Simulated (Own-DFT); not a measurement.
## Calculated data, Si23GeO48 (quartz with substituted atoms, atoms displaced)

All values are calculated (Own-DFT development build). A calculation, not a measurement: plane-wave PBE and HSE06 DFT by an unreviewed code, no spin, of a simulated cell at Gamma alone, so results move with cell size and shape, stress positive in tension, energies less offsets, not probed for a lower state with spin; oxygen file: force components 24 meV/angstrom off all-electron in a glass; k mesh not checked against a denser one; forces and stress are PBE's, HSE06 gives the energy alone, and its difference from PBE has offsets of its own; offsets are fitted by least squares, one for each functional and potential file, so energies compare only between cells with the same atoms and settings and are not formation energies; the far tail of each file's local potential was reset to the Coulomb form; each entry is a single point on an unrelaxed cell, so the pressure reflects the starting lattice, mostly measured values (interpolated for alloys), from which strain is counted, and rises with the displacements; printed positions are rounded, which can move forces by about a meV/angstrom; the program, named Own-DFT, is a retired in-house code; no spin-orbit coupling.

Settings shared by all entries: first functional PBE; second functional HSE06; exact exchange share 0.25; screening 0.11 1/bohr; exchange divergence Gygi-Baldereschi; potential files PseudoDojo norm-conserving, scalar-relativistic, made for PBE, standard set; wave cutoff 48 hartree; occupations fixed; k mesh 1 x 1 x 1 centred on Gamma.

(1) 
```xyz
72
Lattice="9.8268 0.0000 0.0000 -4.9134 8.5103 0.0000 0.0000 0.0000 10.8104" Properties=species:S:1:pos:R:3:force_x:R:1:force_y:R:1:force_z:R:1 formula=Si23GeO48 PBE_energy_of_cell_above_offsets=-15.125 HSE06_less_PBE_above_offsets=-0.197 PBE_pressure=11.39 PBE_stress_xx=-11.17 PBE_stress_yy=-11.89 PBE_stress_zz=-11.12 PBE_stress_yz=1.12 PBE_stress_xz=-0.09 PBE_stress_xy=-0.18
Si     2.3044     0.0164    10.7786     -0.796     -0.514       1.47
Si     8.6542     1.9847     3.4961     -1.349      0.823      9.474
Si     1.2393     2.2508     1.8108       1.52      1.994      1.009
O      1.3364     1.1186     0.7060      0.245     -1.236     -1.881
O      2.7366     2.5701     2.4310     -1.241     -0.366      -0.59
O      3.2604     0.6921     4.1765     -3.402     -7.118      4.025
O     -1.1210     3.1239     4.7786      0.962     -0.225     -0.524
O      0.2078     1.8192     2.9734      5.774     -1.383     -2.562
O      0.7240     3.6591     1.1631       0.79     -0.921      0.649
Si    -2.6463     8.3695     5.4166      3.877      8.371      0.697
Si     8.6663     1.9359     9.0384     -0.243      4.748     -2.072
Si     1.3637     2.2837     7.2463     -3.251     -0.093     -4.617
O      1.4461     1.1567     6.0282      0.026     -0.752      0.351
O      2.7509     2.4747     7.8726      1.576      1.276     -0.485
O      3.2880     0.6042     9.6259     -1.052     -2.222      1.042
O     -1.1395     3.1790    10.1954      -1.21     -3.127     -2.004
O      0.3366     1.8450     8.3556     -1.898     -1.017      2.012
O      0.7970     3.6340     6.5483      1.004      0.126      0.794
Si    -0.1764     4.2469    10.7931      1.281      0.567      0.264
Si    -3.6254     6.2996     3.7039      1.307     -6.121     -7.504
Si    -1.1345     6.4524     1.7266      -1.17      3.306       4.45
O     -1.1123     5.3298     0.6947     -0.511     -1.203     -2.718
O      0.3222     6.6872     2.4136      0.332       0.13      0.008
O      0.6860     4.8145     4.2229      5.386       4.02     -5.908
O     -3.4758     7.3317     4.7446     -2.753      1.266      2.529
O     -2.1832     6.0032     2.9337     -0.184      0.674     -0.052
O     -1.7158     7.9278     1.1779      0.772     -1.144     -0.363
Si    -0.0794     4.3393     5.3850     -6.043     -5.194      3.836
Si    -3.5622     6.2537     9.0461     -0.045      0.967     -3.048
Si    -1.1418     6.5733     7.2790     -2.286     -3.661     -5.488
O     -1.1137     5.4017     5.9972     -0.283      2.276      2.172
O      0.2538     6.6522     7.8108      5.055       1.17      1.905
O      0.8193     4.8482     9.6629     -0.128      0.521     -0.329
O     -3.5650     7.3875    10.1009      0.525      2.632      2.625
O     -2.1165     6.1311     8.3798     -1.175     -1.306      2.345
O     -1.7276     7.8528     6.5943      0.263      1.556     -0.277
Si     2.2772     8.4586    10.8013      0.585      2.327      0.613
Si     3.7232     1.9787     3.5937      1.841      4.104     -2.776
Si     6.2223     2.2744     1.8091      1.783     -2.733      2.242
O      6.3455     1.1744     0.6685      0.238      -1.95     -1.734
O      7.6650     2.5361     2.5419     -4.361      1.407     -4.642
O      8.2184     0.6074     4.3115      0.351      0.038     -1.453
O      3.8297     3.0894     4.7168      0.739       2.36      1.515
O      5.1953     1.8234     2.9177     -0.569     -1.019      0.972
O      5.7525     3.5527     1.1917     -3.055      6.281     -4.471
Si     2.3302     8.4972     5.3893      0.594     -2.368     -0.015
Si     3.6712     1.9515     8.9875      4.768      2.966       1.68
Si     6.1352     2.2281     7.2391      2.637      1.816     -4.337
O      6.2339     0.9842     6.0197     -1.673      3.305      3.017
O      7.5952     2.6386     7.8543      1.354     -1.818      1.279
O      8.1884     0.5852     9.6350     -0.886     -1.858      0.794
O      3.8013     3.1425    10.1630     -1.168     -2.217     -1.589
O      5.2568     1.8088     8.4319     -3.429      -1.19      2.112
O      5.6423     3.6733     6.4913      1.613     -2.955      3.073
Si     4.7133     4.2476    10.7884      4.983     -1.401     -0.217
Si     1.3611     6.2535     3.6376     -2.573     -3.148     -2.911
Si     3.8137     6.5223     1.7780     -1.826      0.296     -0.553
O      3.8079     5.2969     0.6477     -1.361      3.437      1.849
O      5.2280     6.7648     2.4372      0.966      0.135       1.08
O      5.8456     4.8372     4.2989     -0.173      1.213      -0.99
O      1.3073     7.2985     4.7582      1.411      3.006      2.845
O      2.7762     6.0403     2.9347      0.791     -0.286     -0.034
O      3.2472     7.9966     1.1896      0.992     -2.302      0.442
Si     4.7846     4.3079     5.3573     -1.972     -2.654     -1.474
Si     1.2905     6.2504     8.9747      0.321     -2.069     -0.261
Ge     3.8078     6.5264     7.1891      1.115      -7.33      2.384
O      3.7781     5.3873     5.9389     -0.529     -0.824     -1.402
O      5.2482     6.7686     7.8944      4.146      0.871      1.043
O      5.7122     4.9269     9.5571     -2.237     -4.276      3.305
O      1.4008     7.3332    10.1169     -0.977      1.002       1.13
O      2.7757     6.0660     8.4233     -1.605     -1.374      1.794
O      3.3350     7.8225     6.5465     -4.508      10.39     -5.546
```

Units: PBE_energy_of_cell_above_offsets, HSE06_less_PBE_above_offsets in eV; PBE_pressure, PBE_stress_xx, PBE_stress_yy, PBE_stress_zz, PBE_stress_yz, PBE_stress_xz, PBE_stress_xy in GPa; force_x, force_y, force_z in eV/Å.

(2) 
```xyz
72
Lattice="9.8268 0.0000 0.0000 -4.9134 8.5103 0.0000 0.0000 0.0000 10.8104" Properties=species:S:1:pos:R:3:force_x:R:1:force_y:R:1:force_z:R:1 formula=Si23GeO48 PBE_energy_of_cell_above_offsets=-11.615 HSE06_less_PBE_above_offsets=-0.133 PBE_pressure=13.27 PBE_stress_xx=-12.35 PBE_stress_yy=-14.67 PBE_stress_zz=-12.79 PBE_stress_yz=-3.29 PBE_stress_xz=-4.64 PBE_stress_xy=-2.13
Si    -2.7595     8.4957     0.0168      8.749      0.843      0.054
Si    -1.1050     2.1208     3.6136     -0.199     -3.242     -1.046
Si     1.2394     2.2347     1.7769      4.877      0.639     -1.927
O      1.3752     1.1106     0.6500     -2.715      2.092      0.279
O      2.7274     2.3972     2.3852     -1.534      1.441     -2.317
O      3.2070     0.5565     4.2117     -0.906     -1.745      2.296
O     -1.1554     3.2335     4.7295      0.229      0.039      0.818
O      0.3495     1.7835     2.8830     -5.109     -1.611      5.469
O      0.8391     3.6331     1.2503     -1.992       3.23     -2.547
Si    -2.6434     8.4524     5.4784      2.308      4.234      -1.27
Si     8.6823     1.9494     8.9593     -2.091      3.129      3.792
Si     1.3571     2.2416     7.1429     -6.373      4.086      2.903
O      1.3414     1.1649     6.1106      0.269     -4.439     -4.042
O      2.6633     2.5997     7.7742      6.325       0.45      3.677
O      3.3393     0.6415     9.6022     -2.736     -1.291      1.779
O     -1.0028     3.1238    10.2292     -2.519     -4.011     -2.267
O      0.2315     1.8246     8.3887      6.213     -0.473     -3.469
O      0.8065     3.7218     6.4937       2.68     -3.775      4.176
Si    -0.1826     4.2426     0.0243      2.891      0.603      2.061
Si     6.1151     6.3103     3.5190      6.092     -0.936      5.189
Si    -1.0916     6.4950     1.7960      -4.82      2.098      1.114
O     -1.0315     5.4425     0.6252     -0.631     -0.198     -0.011
O      0.3107     6.7162     2.4797     -0.571      1.084     -1.394
O      0.8282     4.8295     4.3742       2.58      3.932     -4.368
O     -3.4033     7.3817     4.7575     -4.179     -3.598     -2.369
O     -2.2059     5.9567     3.0323      2.474      0.897     -2.708
O     -1.5945     7.9816     1.1838     -1.015     -1.323     -0.504
Si    -0.1216     4.2752     5.4404     -5.505      2.254      0.014
Si     6.1335     6.2585     9.0130      1.711      -0.77      0.268
Si    -1.1507     6.5362     7.2536     -3.216     -1.349      0.374
O     -1.1937     5.4330     6.0824      1.598     -1.688     -0.905
O      0.2862     6.7784     7.8386      1.106      0.451      0.253
O      0.7401     4.8870     9.6997      1.151      0.966      -1.24
O     -3.4908     7.3596    10.1792      -2.95      -2.48     -1.163
O     -2.2392     6.0239     8.4048      2.917       0.51     -1.407
O     -1.6649     7.8782     6.5500      0.876      0.653      1.595
Si     2.3479     8.4796    10.6671     -0.277      3.388      8.293
Ge     3.7574     2.0410     3.6267     -1.945     -5.122     -3.384
Si     6.2443     2.2942     1.8874      0.072     -0.452     -5.973
O      6.3299     1.1385     0.6777      0.899     -0.463     -0.504
O      7.6780     2.4795     2.4495      1.996      1.198      0.777
O      8.1780     0.6178     4.1583      -0.65      0.107      1.629
O      3.8337     3.1414     4.7383      0.122      5.492       6.32
O      5.1906     1.7917     2.8671      1.548     -1.637      1.481
O      5.6956     3.6329     1.1092      2.062     -0.934       2.75
Si     2.3060     8.4036     5.3568      3.664      6.748       2.74
Si     3.7897     2.0172     8.9588     -0.952      2.087      1.404
Si     6.2456     2.3416     7.1058      3.767     -6.691      9.459
O      6.2744     1.1733     6.1540      1.631     -5.363     -4.893
O      7.6970     2.5515     7.9231     -2.731        0.8     -2.605
O      8.1666     0.6280     9.6393      1.873     -0.196     -2.043
O      3.9133     3.2458    10.1899     -4.882     -6.341     -5.146
O      5.2381     1.7738     8.3771      1.295      0.894      -1.82
O      5.7407     3.5798     6.5861     -3.497      8.783     -3.841
Si     4.7473     4.2510     0.0547      4.096      4.334     -0.521
Si     1.2618     6.3118     3.5973      3.358     -4.851      1.623
Si     3.7176     6.5266     1.8013      0.873      0.564     -0.976
O      3.8430     5.3832     0.7128     -0.622      0.175     -0.878
O      5.1771     6.6649     2.4483     -2.832      2.666     -4.198
O      5.6947     4.9260     4.1661     -2.294     -3.083      3.543
O      1.4251     7.3370     4.7859     -3.125     -1.957     -0.749
O      2.8076     6.0804     2.9773     -3.519      -0.85      2.786
O      3.2854     7.9325     1.2381     -1.128       1.31     -2.814
Si     4.7962     4.1850     5.4436      0.092      4.699     -2.245
Si     1.2500     6.2506     8.9904      1.622     -0.035      1.561
Si     3.7570     6.4582     7.1479      1.161      5.663      8.571
O      3.8244     5.4777     6.1017      2.144     -9.199      -7.72
O      5.3065     6.8250     7.7932     -3.212      -0.03     -1.322
O      5.8326     4.8299     9.6365     -2.264     -0.487      1.672
O      1.3836     7.4324    10.1795     -2.797      -4.35      -2.67
O      2.7554     6.0310     8.3752     -0.268     -0.121      0.213
O      3.2433     7.8285     6.5846     -1.262      2.555     -1.682
```

Units: PBE_energy_of_cell_above_offsets, HSE06_less_PBE_above_offsets in eV; PBE_pressure, PBE_stress_xx, PBE_stress_yy, PBE_stress_zz, PBE_stress_yz, PBE_stress_xz, PBE_stress_xy in GPa; force_x, force_y, force_z in eV/Å.
